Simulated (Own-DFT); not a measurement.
# Response to strain: C40 NbSi2, 36 atoms (Nb12Si24)

These are calculations, not measurements. They come from Own-DFT, an in-house plane-wave density functional program, since retired, whose code no person has reviewed. Each row is one single-point run on a periodic cell that was not relaxed, without spin or spin-orbit coupling.

Settings of every run: PBE; PseudoDojo norm-conserving scalar-relativistic files; cutoff 42 hartree; 4 x 4 x 5 k mesh centred on Gamma; cold (Marzari-Vanderbilt) smearing of 0.2 eV.

Known limits: forces on such cells failed a check on a denser k mesh; stress not checked against mesh or cutoff.

Unstrained cell vectors in Å: (0.000, 8.324, 0.000); (-9.613, 0.000, 0.000); (0.000, 0.000, 6.586). The unstrained cell was taken from the Materials Project. The random moves and any unrelaxed bonds add to the pressure at no strain. Each run strains this cell uniformly, with the atoms carried along. Every atom was also moved at random, by a Gaussian of width 0.05 Å on each axis. Strain is the symmetric tensor, in per cent. Stress is positive in tension, and the pressure is minus a third of its trace.

| run | e_xx (%) | e_yy (%) | e_zz (%) | e_yz (%) | e_xz (%) | e_xy (%) | s_xx (GPa) | s_yy (GPa) | s_zz (GPa) | s_yz (GPa) | s_xz (GPa) | s_xy (GPa) | P (GPa) | E (meV/atom) |
|---|---|---|---|---|---|---|---|---|---|---|---|---|---|---|
| 1 | 0.41 | -1.31 | 0.81 | -0.13 | 1.29 | 1.76 | -1.40 | -6.72 | -1.04 | -0.59 | 3.43 | 5.15 | 3.05 | 21.1 |
| 2 | -0.86 | 1.83 | 1.08 | 0.74 | -1.99 | 1.08 | -3.44 | 4.25 | 1.27 | 2.00 | -5.61 | 3.41 | -0.69 | 17.9 |
| 3 | -0.52 | 0.83 | -0.44 | -1.82 | 1.23 | -1.80 | -4.53 | -0.27 | -6.81 | -5.72 | 3.71 | -5.28 | 3.87 | 34.8 |
| 4 | -1.97 | -0.07 | -0.08 | 1.47 | 0.27 | 1.47 | -10.61 | -4.08 | -5.75 | 4.75 | 0.35 | 4.23 | 6.81 | 25.0 |
| 5 | -0.84 | -0.33 | -0.87 | 1.74 | -1.19 | -1.42 | -6.18 | -5.10 | -9.20 | 4.80 | -3.42 | -4.28 | 6.83 | 23.9 |
| 6 | 0.58 | -0.27 | -1.22 | -1.98 | 1.89 | 0.89 | -2.43 | -4.64 | -10.08 | -6.76 | 6.33 | 2.60 | 5.72 | 47.4 |
| 7 | 1.51 | 1.13 | 1.92 | -1.02 | -0.13 | -1.12 | 4.76 | 3.20 | 6.58 | -2.45 | -0.55 | -2.50 | -4.85 | 17.8 |
| 8 | 1.40 | 1.51 | -1.59 | 1.50 | -0.92 | 1.10 | 2.53 | 2.01 | -9.08 | 4.96 | -2.96 | 2.95 | 1.51 | 25.2 |
| 9 | -0.35 | 1.62 | -0.44 | 0.02 | 1.57 | -0.57 | -2.88 | 3.52 | -4.38 | -0.02 | 4.95 | -1.70 | 1.25 | 1.4 |
| 10 | -1.96 | -0.65 | -0.49 | 1.13 | 0.17 | 1.59 | -11.96 | -6.83 | -8.52 | 4.60 | 0.64 | 5.42 | 9.10 | 37.5 |
| 11 | 1.86 | 1.14 | 0.90 | -1.43 | 0.30 | -1.50 | 5.14 | 3.69 | 2.74 | -3.93 | 0.69 | -3.76 | -3.86 | 7.3 |
| 12 | 0.29 | 1.68 | 1.06 | 0.31 | -0.81 | 1.85 | -0.02 | 4.75 | 3.15 | 0.91 | -2.50 | 5.03 | -2.63 | 4.5 |
| 13 | -1.60 | -1.25 | -0.03 | -1.51 | 0.37 | 0.00 | -9.30 | -8.94 | -6.53 | -5.40 | 1.22 | 0.07 | 8.26 | 27.9 |
| 14 | -0.10 | 0.04 | 1.26 | 0.65 | -0.21 | -1.61 | -1.61 | -1.22 | 2.56 | 1.60 | -0.55 | -4.37 | 0.09 | 0.0 |
| 15 | -0.37 | 0.38 | 1.09 | -0.82 | -1.94 | -0.93 | -2.88 | -0.52 | 0.41 | -2.74 | -6.31 | -2.75 | 1.00 | 23.5 |
| 16 | 1.36 | -0.08 | 0.63 | 0.75 | -1.98 | 1.22 | ? | ? | ? | ? | ? | ? | ? | ? |

E is the free energy for each atom above the lowest run shown.

## Worked fit

Each stress component was fitted by least squares to a constant and the strains of the runs shown, as fractions, with shears doubled. Shear strains stay in the fit of a normal stress only where such slopes are resolved. The slopes, in GPa:

```
stress  at no strain  per e_xx  per e_yy  per e_zz  scatter
  s_xx          -2.8  368 ± 14   76 ± 15   80 ± 15     0.55
  s_yy          -2.8   52 ± 10  383 ± 12   83 ± 11     0.42
  s_zz          -4.1   78 ± 14   85 ± 16  472 ± 15     0.58
```

Each shear stress against twice its own strain: yz 162 ± 9, xz 151 ± 5, xy 143 ± 4 GPa. These are stiffnesses along x, y and z of the frame in which the cell vectors are given, which need not be the crystal's axes. The atoms are held to the strained lattice; where symmetry lets them move under strain, relaxing them would lower some slopes. The table should be nearly symmetric about its diagonal, and what it lacks of that shows the noise. A ninth of its sum, 186 ± 5 GPa, estimates the bulk modulus near the mean pressure of these runs, 2.4 GPa, so it lies above the value at zero pressure.

## Withheld run

Question: what normal stresses and pressure should run 16 give?

The fit gives s_xx = 2.6, s_yy = -1.9, s_zz = -0.2 and P = -0.2 GPa. The calculation gave 2.00, -1.21, 0.35 and P = -0.38 GPa.
